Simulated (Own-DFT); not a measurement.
SiC (2H silicon carbide, atoms displaced) (calculated)

A calculation, not a measurement: plane-wave PBE density functional theory by an unreviewed code, no spin, of a simulated periodic cell, stress positive in tension, free energy of the whole cell less one offset for each atom, forces on such cells passed a denser k mesh, this cell's mesh not checked; offsets are fitted by least squares, one for each functional and potential file, so energies compare only between cells with the same atoms and settings and are not formation energies; the far tail of each file's local potential was reset to the Coulomb form; each entry is a single point on an unrelaxed cell, so the pressure reflects the starting lattice, mostly measured values (interpolated for alloys), from which strain is counted, and rises with the displacements; printed positions are rounded, which can move forces by about a meV/angstrom; the program, named Own-DFT, is a retired in-house code; no spin-orbit coupling. Program: Own-DFT development build.

Common to all runs: functional PBE; potential files PseudoDojo norm-conserving, scalar-relativistic, standard set; wave cutoff 42 hartree; occupations Fermi-Dirac; smearing width 0.1 eV; hardware one NVIDIA H100; k mesh 5 x 5 x 3 centred on Gamma.

(1) SiC (2H silicon carbide, atoms displaced)

```
CELL_PARAMETERS angstrom
6.16540 0.00000 0.00000
-3.08270 5.33940 0.00000
0.00000 0.00000 10.06810
ATOMIC_POSITIONS crystal
Si 0.98696 0.98361 0.99551
Si 0.15581 0.33041 0.24549
C 0.98880 0.01468 0.18786
C 0.19043 0.33817 0.43466
Si 0.00824 0.00418 0.49628
Si 0.17935 0.33846 0.74520
C 0.98482 0.99708 0.68279
C 0.16193 0.34277 0.93490
Si 0.01350 0.50324 0.00107
Si 0.17412 0.83272 0.25403
C 0.00199 0.50757 0.18338
C 0.18236 0.84073 0.43035
Si 0.97193 0.50257 0.49207
Si 0.18035 0.85131 0.74433
C 0.99057 0.49167 0.68079
C 0.17061 0.83854 0.94051
Si 0.49226 0.97835 0.99476
Si 0.66746 0.34060 0.25329
C 0.49226 0.99182 0.18880
C 0.65805 0.31713 0.44185
Si 0.48315 0.98994 0.49579
Si 0.67586 0.33311 0.75110
C 0.47124 0.99344 0.69148
C 0.65563 0.32869 0.94564
Si 0.49526 0.50380 0.99420
Si 0.65601 0.82361 0.25523
C 0.49099 0.47515 0.18709
C 0.66066 0.83923 0.44100
Si 0.49357 0.48361 0.50688
Si 0.66277 0.81485 0.74993
C 0.50720 0.51000 0.68766
C 0.67645 0.83225 0.93827
```

| Quantity | Value |
| --- | --- |
| free energy of cell above offsets | -1.272 eV |
| pressure | 6.38 GPa |
| stress xx | -8.85 GPa |
| stress yy | -4.32 GPa |
| stress zz | -5.97 GPa |
| stress yz | -1.2 GPa |
| stress xz | 0.47 GPa |
| stress xy | -4.2 GPa |
| wall time | 124.8 s |

Force:
```
element  x (eV/Å)  y (eV/Å)  z (eV/Å)
     Si     1.681     2.976     2.015
     Si     1.279     0.943     0.944
      C      1.09    -3.075    -0.453
      C    -3.558    -0.887    -0.107
     Si    -1.319     0.216    -0.471
     Si    -2.377    -0.561      0.16
      C     1.754     0.661     0.654
      C     1.676    -1.599    -0.753
     Si    -3.206     0.017    -0.655
     Si    -1.733     0.856    -2.867
      C    -0.164    -0.201     1.818
      C    -3.609    -2.097     1.446
     Si     4.734      0.15     1.539
     Si    -5.212    -4.242     2.255
      C     1.019     1.518     0.295
      C    -0.477    -1.179    -1.526
     Si    -0.133     2.958     1.866
     Si     0.717    -2.014    -1.327
      C      0.97     0.533     -0.39
      C     -1.34     0.919    -1.291
     Si     2.641     0.509     2.281
     Si    -1.112    -0.571     1.032
      C     6.104     2.571    -2.375
      C     1.663     -0.08    -1.681
     Si     0.912    -1.688     1.731
     Si      0.07     0.071    -1.054
      C    -1.509     2.639    -0.513
      C     1.789    -1.357     0.257
     Si     0.264     2.608    -1.501
     Si    -1.294     3.352     0.085
      C     0.619    -2.826      0.13
      C     -1.94    -1.119    -1.546
```

(2) SiC (2H silicon carbide, atoms displaced)

```
CELL_PARAMETERS angstrom
6.16540 0.00000 0.00000
-3.08270 5.33940 0.00000
0.00000 0.00000 10.06810
ATOMIC_POSITIONS crystal
Si 0.00107 0.01663 0.00706
Si 0.19623 0.34987 0.24082
C 0.00505 0.99631 0.19134
C 0.15742 0.34193 0.44159
Si 0.00650 0.99762 0.50424
Si 0.17287 0.34519 0.75265
C 0.02720 0.02371 0.67535
C 0.16487 0.33208 0.93571
Si 0.97884 0.48200 0.01211
Si 0.16285 0.83127 0.26241
C 0.01262 0.50157 0.18077
C 0.16662 0.84539 0.44481
Si 0.00263 0.50373 0.49480
Si 0.17276 0.83839 0.74686
C 0.99645 0.51131 0.68572
C 0.16597 0.83721 0.93169
Si 0.48807 0.99758 0.01049
Si 0.67695 0.32807 0.24568
C 0.52212 0.02124 0.19120
C 0.66696 0.33129 0.43531
Si 0.50470 0.00751 0.50605
Si 0.67863 0.35201 0.74693
C 0.50274 0.99159 0.69874
C 0.66152 0.33294 0.93437
Si 0.48746 0.46676 0.99895
Si 0.67030 0.84526 0.24883
C 0.50383 0.49496 0.18704
C 0.64430 0.84111 0.43338
Si 0.48257 0.48768 0.49879
Si 0.66124 0.82794 0.74942
C 0.51703 0.52470 0.69904
C 0.66689 0.83292 0.93828
```

| Item | Value |
| --- | --- |
| free energy of cell above offsets | -0.924 eV |
| pressure | 6.64 GPa |
| stress xx | -5.77 GPa |
| stress yy | -4.76 GPa |
| stress zz | -9.41 GPa |
| stress yz | -1.72 GPa |
| stress xz | 0.55 GPa |
| stress xy | 1.51 GPa |
| wall time | 129.2 s |

Force:
```
element  x (eV/Å)  y (eV/Å)  z (eV/Å)
     Si     0.636    -3.217    -2.156
     Si    -2.925     -2.54     2.632
      C    -0.126     1.145     0.411
      C     1.926    -1.509    -1.934
     Si    -3.432     1.294    -2.525
     Si    -0.366    -0.206    -1.037
      C    -0.965     -0.99     4.064
      C    -1.074     0.261     1.167
     Si     0.887     2.565    -5.774
     Si     0.905     0.795    -2.073
      C    -0.124     0.476     4.494
      C     1.339    -1.352     -0.97
     Si    -1.504     0.451     1.629
     Si    -0.856     0.512     0.828
      C     1.674     -0.36    -0.376
      C    -0.747    -0.592     2.471
     Si     1.009    -0.789    -3.413
     Si    -0.687     2.608     1.775
      C    -1.752     -3.44    -0.422
      C    -0.604     0.876     0.329
     Si    -0.508    -0.107     0.524
     Si    -0.351    -2.027     1.051
      C    -0.704     2.464    -2.473
      C     1.386    -1.313     0.869
     Si    -0.932     4.233    -0.155
     Si     0.821    -0.989     0.304
      C     2.118     1.598    -0.625
      C     3.193    -1.643     0.772
     Si     0.888     2.351     0.384
     Si     1.863     4.102     2.051
      C    -0.659    -4.373    -3.078
      C    -0.328    -0.285     1.256
```

(3) SiC (2H silicon carbide, atoms displaced)

```
CELL_PARAMETERS angstrom
6.16540 0.00000 0.00000
-3.08270 5.33940 0.00000
0.00000 0.00000 10.06810
ATOMIC_POSITIONS crystal
Si 0.00030 0.98264 0.99620
Si 0.16765 0.32116 0.24560
C 0.99253 0.99700 0.18826
C 0.15911 0.34401 0.43824
Si 0.01043 0.01240 0.49763
Si 0.17202 0.32526 0.75365
C 0.99168 0.00142 0.68440
C 0.19535 0.34691 0.93735
Si 0.99328 0.50506 0.00073
Si 0.16426 0.80882 0.25797
C 0.99465 0.49506 0.19565
C 0.16732 0.84618 0.42123
Si 0.98679 0.50107 0.49981
Si 0.18382 0.83895 0.75130
C 0.00691 0.49328 0.69020
C 0.16985 0.84339 0.93539
Si 0.50251 0.00727 0.00173
Si 0.67312 0.33978 0.25710
C 0.50595 0.00755 0.19822
C 0.68493 0.31721 0.43884
Si 0.50243 0.00062 0.49637
Si 0.67017 0.32659 0.74316
C 0.50934 0.99674 0.67999
C 0.66305 0.31500 0.93050
Si 0.49238 0.48136 0.99266
Si 0.67075 0.83672 0.26520
C 0.49575 0.49388 0.18582
C 0.65216 0.83051 0.44596
Si 0.51289 0.54000 0.50170
Si 0.68142 0.85229 0.75858
C 0.49884 0.52088 0.69164
C 0.67152 0.83817 0.92939
```

| Property | Result |
| --- | --- |
| free energy of cell above offsets | -0.330 eV |
| pressure | 7.51 GPa |
| stress xx | -4.77 GPa |
| stress yy | -6.93 GPa |
| stress zz | -10.83 GPa |
| stress yz | 0.01 GPa |
| stress xz | 0.46 GPa |
| stress xy | -1.96 GPa |
| wall time | 118 s |

Force:
```
element  x (eV/Å)  y (eV/Å)  z (eV/Å)
     Si    -2.418     2.683     1.565
     Si    -0.708     0.811     0.932
      C     1.173    -1.522    -0.155
      C     1.938     0.121    -0.473
     Si    -0.651     0.176     0.129
     Si    -0.372     1.269    -1.009
      C     2.806    -0.033     0.377
      C    -5.091    -3.027    -0.318
     Si     1.674    -0.769      0.03
     Si    -0.645     2.945    -5.622
      C     0.926    -0.552    -2.299
      C    -0.131     -0.51     7.523
     Si     2.845     1.387     0.922
     Si    -1.361    -0.902    -1.411
      C    -0.782     1.141    -0.175
      C     1.703    -1.592     0.332
     Si     1.113    -1.837     1.333
     Si    -1.024    -0.943    -0.878
      C    -0.083     -1.18    -1.317
      C    -4.036     1.778    -0.198
     Si    -1.741    -0.142     0.513
     Si     -0.99     1.373    -0.157
      C    -1.305     0.613     1.067
      C    -0.008     2.124     0.495
     Si     3.074     3.267     1.832
     Si    -0.497    -0.533     -3.56
      C     0.775     0.911     0.512
      C     2.588     4.095    -2.211
     Si    -0.149    -7.576     2.257
     Si    -0.574    -1.821    -3.391
      C     2.029    -1.233    -0.641
      C    -0.077    -0.524     3.998
```

(4) SiC (2H silicon carbide, atoms displaced)

```
CELL_PARAMETERS angstrom
6.16540 0.00000 0.00000
-3.08270 5.33940 0.00000
0.00000 0.00000 10.06810
ATOMIC_POSITIONS crystal
Si 0.99863 0.01098 0.00481
Si 0.16791 0.33517 0.24730
C 0.00328 0.00536 0.18999
C 0.15242 0.31541 0.44398
Si 0.98446 0.99695 0.49346
Si 0.18255 0.34950 0.75935
C 0.01671 0.98644 0.69754
C 0.16418 0.33273 0.93847
Si 0.00975 0.51526 0.00159
Si 0.15918 0.82431 0.24967
C 0.99566 0.49987 0.18215
C 0.16700 0.85150 0.43207
Si 0.00596 0.49135 0.49762
Si 0.14829 0.81949 0.74748
C 0.99262 0.48412 0.68895
C 0.16570 0.83388 0.95062
Si 0.51019 0.00472 0.00861
Si 0.67369 0.34747 0.24445
C 0.49158 0.00026 0.18648
C 0.65948 0.30816 0.44015
Si 0.48673 0.99176 0.49718
Si 0.66883 0.32211 0.74597
C 0.51200 0.00755 0.68491
C 0.67700 0.34045 0.93903
Si 0.48531 0.48946 0.99414
Si 0.67294 0.82498 0.24859
C 0.49038 0.48305 0.18467
C 0.66588 0.82771 0.43445
Si 0.48933 0.48114 0.49688
Si 0.67986 0.83506 0.75903
C 0.52383 0.48597 0.68658
C 0.66353 0.84521 0.93098
```

| Property | Result |
| --- | --- |
| free energy of cell above offsets | -1.724 eV |
| pressure | 6.21 GPa |
| stress xx | -5.83 GPa |
| stress yy | -4.95 GPa |
| stress zz | -7.87 GPa |
| stress yz | 0.8 GPa |
| stress xz | -0.64 GPa |
| stress xy | 1.15 GPa |
| wall time | 123.3 s |

Force:
```
element  x (eV/Å)  y (eV/Å)  z (eV/Å)
     Si     0.581    -1.766    -0.963
     Si     -0.78    -0.486      1.03
      C     -0.36    -0.636    -0.245
      C     0.902     2.254    -2.121
     Si     1.461     -1.46     2.811
     Si     0.947    -2.112    -2.715
      C    -4.915     3.375    -2.419
      C    -0.707      0.62      0.92
     Si    -0.697    -1.404    -0.884
     Si     0.543     1.521     -0.72
      C     0.978    -0.027     1.728
      C     0.227    -2.866     0.749
     Si    -2.313     0.886     0.788
     Si      4.78    -0.647     2.198
      C     1.644     1.208    -0.575
      C     0.052     1.685    -2.097
     Si    -1.549      0.31    -2.169
     Si     0.204    -3.148      1.46
      C     1.668    -0.241     1.599
      C    -0.095     3.237    -1.774
     Si       1.4    -0.606     0.756
     Si     0.713    -0.265     1.898
      C    -0.254    -3.328     0.152
      C    -0.614    -0.497    -0.244
     Si     2.156     1.564     0.437
     Si    -2.031      0.65    -0.348
      C    -0.313     2.162    -0.205
      C    -1.486    -1.582     0.189
     Si     1.315     0.784     0.903
     Si    -0.212    -0.217    -4.193
      C    -4.131     2.301     0.118
      C     0.886    -1.269     3.938
```

(5) SiC (2H silicon carbide, atoms displaced)

```
CELL_PARAMETERS angstrom
6.16540 0.00000 0.00000
-3.08270 5.33940 0.00000
0.00000 0.00000 10.06810
ATOMIC_POSITIONS crystal
Si 0.99074 0.98852 0.99718
Si 0.16007 0.34556 0.25728
C 0.99788 0.00951 0.18792
C 0.15534 0.33397 0.44125
Si 0.01646 0.00581 0.50350
Si 0.17104 0.32715 0.74909
C 0.00226 0.02058 0.68704
C 0.16265 0.34985 0.92912
Si 0.99155 0.49496 0.99576
Si 0.16452 0.82168 0.25123
C 0.97947 0.47586 0.20611
C 0.17590 0.83037 0.44409
Si 0.00660 0.51809 0.49784
Si 0.15029 0.82931 0.74873
C 0.99599 0.49227 0.69466
C 0.16698 0.81889 0.94613
Si 0.49789 0.98410 0.00834
Si 0.67095 0.33626 0.24804
C 0.49997 0.99388 0.19237
C 0.66527 0.32616 0.43315
Si 0.50336 0.99813 0.50536
Si 0.65836 0.34491 0.75666
C 0.49600 0.00440 0.68499
C 0.67462 0.33770 0.94008
Si 0.50375 0.49412 0.00444
Si 0.66515 0.82828 0.24853
C 0.46968 0.47687 0.18248
C 0.68321 0.84509 0.43958
Si 0.50016 0.50137 0.50243
Si 0.67471 0.85043 0.75356
C 0.49764 0.50901 0.69592
C 0.68023 0.83648 0.93588
```

| Item | Value |
| --- | --- |
| free energy of cell above offsets | -2.159 eV |
| pressure | 5.62 GPa |
| stress xx | -6.06 GPa |
| stress yy | -3.59 GPa |
| stress zz | -7.2 GPa |
| stress yz | 0.03 GPa |
| stress xz | 0.27 GPa |
| stress xy | -1.82 GPa |
| wall time | 117.6 s |

Force:
```
element  x (eV/Å)  y (eV/Å)  z (eV/Å)
     Si     1.888     2.608     1.248
     Si      1.61    -3.087    -0.031
      C     0.838    -1.402     0.165
      C     1.794     0.803     0.378
     Si    -1.321    -0.053    -1.015
     Si    -1.653     2.891      0.62
      C     0.963    -3.075     0.144
      C     2.326    -2.203     2.096
     Si     1.263    -0.278      1.72
     Si    -1.191     1.241     0.208
      C     1.029     4.024    -4.151
      C    -0.626     1.996    -1.346
     Si    -0.673    -3.553     1.951
     Si     1.779    -0.002     0.602
      C    -1.029     0.948    -1.483
      C     -1.01     2.016    -1.215
     Si    -0.006     1.162     -1.24
     Si    -3.645    -2.375     1.394
      C    -0.435    -0.212    -0.245
      C    -0.847     1.069     1.398
     Si     0.842     0.835    -1.414
     Si     1.683    -1.175    -1.359
      C    -0.451     0.231     2.353
      C    -1.754    -1.888     0.674
     Si    -1.723      0.11     -2.04
     Si     0.439    -0.135     0.661
      C     2.108     2.187     1.718
      C    -0.343    -1.506     0.133
     Si     0.351     0.166    -0.332
     Si    -1.147    -0.735    -1.026
      C     0.776     0.605    -1.371
      C    -1.835    -1.212     0.805
```
